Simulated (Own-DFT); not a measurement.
## Calculated data, SiC (4H silicon carbide, strained, atoms displaced)

Computed with Own-DFT development build. A calculation, not a measurement: plane-wave PBE density functional theory by an unreviewed code, no spin, of a simulated periodic cell, stress positive in tension, free energy of the whole cell less one offset for each atom, forces on such cells passed a denser k mesh, this cell's mesh not checked; offsets are fitted by least squares, one for each functional and potential file, so energies compare only between cells with the same atoms and settings and are not formation energies; the far tail of each file's local potential was reset to the Coulomb form; each entry is a single point on an unrelaxed cell, so the pressure reflects the starting lattice, mostly measured values (interpolated for alloys), from which strain is counted, and rises with the displacements; printed positions are rounded, which can move forces by about a meV/angstrom; the program, named Own-DFT, is a retired in-house code; no spin-orbit coupling.

## SiC (4H silicon carbide, strained, atoms displaced)

```xyz
72
Lattice="9.1614 0.1812 0.1654 -4.4238 7.9259 0.0133 0.1801 0.1207 9.9159" Properties=species:S:1:pos:R:3 SiC
Si     0.1128     0.0702     4.1257
Si     0.0555     1.7843     1.5151
C      4.7561     8.1058     1.1125
C      0.0148     1.8243     3.4369
Si    -1.3947     2.7020     4.0667
Si    -1.3977     4.4111     1.5650
C     -1.4070     2.6159     0.9704
C     -1.4316     4.3978     3.4910
Si    -2.7830     5.2038     3.9757
Si    -2.8573     7.0738     1.5450
C     -2.8354     5.2739     0.8991
C     -2.8149     7.1817     3.4783
Si    -1.3425     8.0162     4.0922
Si     2.9585     1.8807     1.5324
C     -1.3993     7.9817     1.0405
C      3.1893     1.9151     3.4711
Si     1.6985     2.7969     4.1181
Si     1.6521     4.5126     1.6044
C      1.5969     2.7130     0.9739
C      1.6708     4.4938     3.5263
Si     0.1518     5.3961     4.1104
Si     0.1538     7.1007     1.6715
C      0.1280     5.4627     1.0480
C      0.1910     7.1978     3.5652
Si     1.7235     8.0877     4.1674
Si     6.1315     1.9141     1.6414
C      6.1205     0.1741     0.9969
C      6.1761     1.9213     3.5672
Si     4.7264     2.8146     4.1595
Si     4.6380     4.6655     1.7360
C      4.6327     2.6710     0.9902
C      4.7201     4.5944     3.5295
Si     3.1984     5.4347     4.1711
Si     3.2824     7.3235     1.6784
C      3.1695     5.3791     1.0984
C      3.3299     7.2271     3.5362
Si     0.2807     0.2171     9.0043
Si     4.8535     6.4943     6.5699
C      4.8244     8.1234     6.1006
C      4.8486     6.5066     8.5442
Si     6.2856     5.6174     9.1590
Si     6.2727     3.7357     6.6417
C     -2.8379     5.4223     5.9194
C      6.3079     3.7689     8.5875
Si    -1.2426     2.8369     8.9544
Si     7.6582     1.0560     6.7813
C     -1.3614     2.7199     5.8616
C      7.7546     1.2061     8.5123
Si     6.3298     0.2307     9.0086
Si     1.6797     6.3074     6.6039
C      6.2498     0.1973     6.0008
C      1.7611     6.4075     8.5664
Si     3.3038     5.5346     9.0746
Si     3.2208     3.6137     6.4888
C      3.2482     5.4555     5.9988
C      3.2773     3.6421     8.4613
Si     4.7955     2.8690     9.1331
Si     4.6569     1.0159     6.6212
C      4.7253     2.8627     6.0304
C      4.7900     1.1064     8.4474
Si     3.2368     0.1704     9.0343
Si    -1.2677     6.2278     6.5438
C     -1.2977     7.9927     5.9954
C     -1.3398     6.2440     8.4620
Si     0.3197     5.4625     8.9556
Si     0.2760     3.5735     6.5758
C      0.1895     5.3736     5.9527
C      0.1584     3.6717     8.4376
Si     1.7553     2.8542     9.1015
Si     1.7385     1.0651     6.4943
C      1.6428     2.7198     6.0289
C      1.6471     1.0157     8.3806
```

Here we set functional PBE, potential files PseudoDojo norm-conserving, scalar-relativistic, standard set, wave cutoff 42 hartree, occupations Fermi-Dirac, smearing width 0.1 eV, hardware one NVIDIA H100 and k mesh 4 x 4 x 3 centred on Gamma.

The calculation gives: free energy of cell above offsets -2.577 eV; pressure 11.81 GPa; stress xx -14.22 GPa; stress yy -7.47 GPa; stress zz -13.74 GPa; stress yz 4.84 GPa; stress xz 7 GPa; stress xy 9.38 GPa; wall time 334.6 s.

Force:
```csv
element,x (eV/Å),y (eV/Å),z (eV/Å)
Si,-1.427,0.011,-2.089
Si,0.596,-0.594,2.309
C,1.774,1.208,-0.855
C,3.062,-0.244,-0.259
Si,-1.392,-1.786,-0.634
Si,0.908,-0.136,0.311
C,-1.527,1.25,-1.56
C,4.892,-0.296,-2.568
Si,-5.521,4.812,2.541
Si,-0.657,-0.664,1.475
C,-2.71,0.719,1.378
C,-0.298,-2.458,-1.168
Si,0.626,1.464,0.227
Si,5.519,-2.106,2.675
C,0.965,0.906,-1.256
C,-0.747,-0.414,0.396
Si,-1.6,-2.005,-0.776
Si,-0.591,0.215,1.113
C,-3.135,1.894,-0.081
C,0.017,1.204,-0.556
Si,-0.143,-0.348,-0.684
Si,0.707,3.131,0.052
C,-0.049,-3.72,-1.479
C,0.518,-1.261,-0.662
Si,1.489,0.047,-0.702
Si,0.678,-0.2,0.928
C,0.127,-1.081,0.353
C,1.15,0.35,-0.524
Si,-0.787,0.036,-0.919
Si,2.605,-2.751,-1.53
C,-1.462,2.155,1.832
C,0.907,-0.298,1.45
Si,0.408,1.071,-1.033
Si,-2.455,-2.355,0.532
C,-0.737,2.275,-1.806
C,-0.929,0.184,0.907
Si,-4.365,-2.691,-0.222
Si,-1.24,-3.612,2.778
C,0.136,4.476,0.083
C,-1.241,0.225,-0.73
Si,0.883,-1.876,-0.226
Si,0.184,1.462,1.333
C,0.838,-2.376,-1.429
C,0.088,1.135,-1.267
Si,-3.997,-2.242,1.859
Si,2.427,1.517,-3.818
C,0.431,-0.844,2.091
C,2.256,0.198,2.043
Si,-1.599,0.876,2.665
Si,1.631,0.619,0.1
C,-1.899,-1.053,0.629
C,1.094,-0.622,-2.758
Si,1.162,-0.895,0.658
Si,-0.687,2.397,3.079
C,-0.137,0.007,0.768
C,-0.667,2.106,-0.792
Si,0.502,-0.442,-1.092
Si,0.788,0.627,-0.743
C,1.2,-1.968,-1.227
C,-1.033,-0.722,0.284
Si,-0.221,-0.595,0.149
Si,-2.124,0.405,1.447
C,1.591,0.84,-0.97
C,2.293,1.528,-1.265
Si,-3.06,0.041,2.74
Si,-4.619,1.737,0.316
C,1.217,-0.664,0.381
C,3.961,1.376,-0.887
Si,-0.434,-1.093,-2.193
Si,-2.646,-3.838,2.068
C,3.04,1.212,-3.01
C,3.464,2.533,-0.182
```
